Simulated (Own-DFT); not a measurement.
# Point defects and the pressure they add: C11b WSi2

No measurement is shown. These are fixed-geometry runs of a retired plane-wave code named Own-DFT, which no person has reviewed; spin and spin-orbit coupling are neglected.

All runs used: PBE; PseudoDojo norm-conserving scalar-relativistic files; cutoff 50 hartree; 5 x 5 x 5 k mesh centred on Gamma; cold (Marzari-Vanderbilt) smearing of 0.2 eV.

Caveats: forces on such cells failed a check on a denser k mesh; stress not checked against mesh or cutoff.

All runs share one cell, with vectors in Å (-2.148, -5.953, 3.409); (-6.444, 2.976, 1.136); (-2.553, -2.948, -6.757) and a volume of 403.2 Å³. Atoms were moved at random from their sites; u is the rms move along one axis. The defect's site can differ from row to row.

| cell | formula | u (Å) | P (GPa) |
|---|---|---|---|
| no defect | Si20W10 | 0.0191 | 4.53 |
| no defect | Si20W10 | 0.0508 | 6.20 |
| no defect | Si20W10 | 0.0541 | 5.26 |
| one Si on a W site | Si21W9 | 0.0297 | 6.63 |
| one Si on a W site | Si21W9 | 0.0310 | 6.19 |
| one Si on a W site | Si21W9 | 0.0414 | 6.64 |
| one Si vacancy | Si19W10 | 0.0295 | 3.59 |
| one Si vacancy | Si19W10 | 0.0467 | 3.82 |
| one Si vacancy | Si19W10 | 0.0512 | 4.57 |
| one W vacancy | Si20W9 | 0.0265 | 3.66 |
| one W vacancy | Si20W9 | 0.0276 | 3.52 |
| one W vacancy | Si20W9 | 0.0473 | 4.26 |
| one W vacancy | Si20W9 | 0.0528 | ? |
| one W on a Si site | Si19W11 | 0.0275 | 9.63 |
| one W on a Si site | Si19W11 | 0.0461 | 10.70 |
| one W on a Si site | Si19W11 | 0.0534 | 10.74 |

## Working it out

P = P0 + c u² + a shift for each defect gives P0 = 4.41 GPa, c = 470 ± 108 GPa/Å² and a scatter of 0.34 GPa. The shifts, and each times the cell's volume:

- one W on a Si site: 5.05 ± 0.27 GPa, 12.7 eV
- one Si on a W site: 1.52 ± 0.29 GPa, 3.8 eV
- one W vacancy: -1.18 ± 0.29 GPa, -3.0 eV
- one Si vacancy: -1.31 ± 0.27 GPa, -3.3 eV

Against the defect-free cell, a freed cell would be larger where the shift is positive and smaller where it is negative (160.2 GPa Å³ is 1 eV). The atoms around the defects weren't relaxed, which would change these numbers.

## The run left out

Question: what pressure belongs in the blank (one W vacancy, u = 0.0528 Å)?

The fit gives 4.54 ± 0.42 GPa. The hidden result is 4.41 GPa.
